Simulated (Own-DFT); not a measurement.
# Same atoms, different arrangement: Ga48P48, 96 atoms

Calculated results; nothing here was measured. They come from Own-DFT, an in-house plane-wave density functional program, since retired, whose code no person has reviewed. Each row is one single-point run on a periodic cell that was not relaxed, without spin or spin-orbit coupling.

Settings of every run: PBE; PseudoDojo norm-conserving scalar-relativistic files; cutoff 42 hartree; 2 x 3 x 3 k mesh centred on Gamma; Fermi-Dirac smearing of 0.1 eV.

Known limits, some of them of some rows only: not probed for a lower state with spin; forces on such cells failed a check on a denser k mesh; forces on such cells passed a denser k mesh, each cell not checked; stress not checked against mesh or cutoff.

All cells hold the same atoms in the same cell, with vectors in Å (16.352, 0.000, 0.000); (0.000, 10.901, 0.000); (0.000, 0.000, 10.901). Every atom was moved at random from its ideal site; u is the rms move along one axis. The defect's site can differ from row to row. E is the free energy of the cell above the lowest run. The arrangements:

- A: zincblende GaP
- B: zincblende GaP, with one Ga on a P site and one P on a Ga site, 2.4 Å apart

| arrangement | u (Å) | E (eV) | P (GPa) |
|---|---|---|---|
| A | 0.0187 | 0.000 | 2.70 |
| A | 0.0189 | 0.005 | 2.70 |
| A | 0.0197 | 0.046 | 2.71 |
| A | 0.0464 | 3.088 | 3.17 |
| A | 0.0488 | 3.644 | 3.27 |
| A | 0.0489 | 3.453 | 3.24 |
| B | 0.0289 | 4.112 | 2.93 |
| B | 0.0289 | 3.830 | 2.90 |
| B | 0.0290 | 3.850 | 2.91 |
| B | 0.0485 | 6.343 | 3.28 |
| B | 0.0490 | 6.463 | 3.34 |
| B | 0.0511 | 6.883 | 3.37 |

Question: once the cost of the random moves is taken out, how do the arrangements rank?

## Worked answer

Fit E = a + b u², with one b for all and one a for each arrangement, and with residuals divided by u², since the noise grows with the moves. Then b = 1696 eV/Å², the scatter at u = 0.04 Å is 0.16 eV, and against A:

- B: 3.10 ± 0.06 eV (higher)

These are energies of unrelaxed cells. Relaxing the atoms lowers the strained arrangements most, so the gaps would shrink and small ones could change sign.
